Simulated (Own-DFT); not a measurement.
# What it costs to cut wurtzite GaN, m plane (10-10)

Calculated, not measured: single-point runs of Own-DFT, a retired in-house plane-wave DFT program that no person has reviewed, on unrelaxed cells, without spin or spin-orbit coupling.

Caveats (not all hold for every row): k mesh not checked against a denser one; forces on such cells passed a denser k mesh, each cell not checked.

Both sets of runs: PBE; PseudoDojo norm-conserving scalar-relativistic files (stringent for Ga); cutoff 96 hartree; Gaussian smearing of 0.01 eV. The slab has 64 atoms in 16 layers, two equal faces of 33.07 Å² as cut, 15 Å of vacuum, a dipole correction along the normal and a 6 x 6 x 1 mesh. The bulk cell has 96 atoms, the same measured lattice constants and a 3 x 4 x 3 mesh. In the slab only the 16 atoms nearest the faces were moved at random; u is their rms move along one axis. Energies are counted from -3520.29 eV for each atom.

```
slab run   u (Å)  E (eV, cell)
       1  0.0395         8.932
       2  0.0440         8.299
       3  0.0497         8.402
       4  0.0504         8.692
       5  0.0517         8.625
       6  0.0565         9.022
       7  0.0831        10.716
       8  0.0952        10.973
       9  0.1015        11.212
      10  0.1026        11.587
      11  0.1048        12.089
      12  0.1071        12.123
```

```
bulk run,u (Å),E (meV/atom)
1,0.0203,2.34
2,0.0205,2.76
3,0.0208,2.85
4,0.0455,49.07
5,0.0461,51.90
6,0.0487,58.60
7,0.0509,60.03
8,0.0509,69.15
9,0.0511,64.19
10,0.0531,68.08
```

Asked: what is the energy of the unrelaxed surface?

## Working it out

Take each set to u = 0 with E = a + b u². Rows are weighted down as u grows, with residuals divided by u² + 0.0006 Å². Slab: a = 7.93 ± 0.18 eV. Bulk: a = -9.2 ± 0.6 meV/atom. The excess is 7.93 - 64 x (-0.0092) = 8.53 ± 0.18 eV. Over two faces that is 129 meV/Å², or 2.07 ± 0.04 J/m². Relaxing the faces would lower the energy, and the unlike meshes and the reach from the smallest u down to zero add errors that aren't counted here.
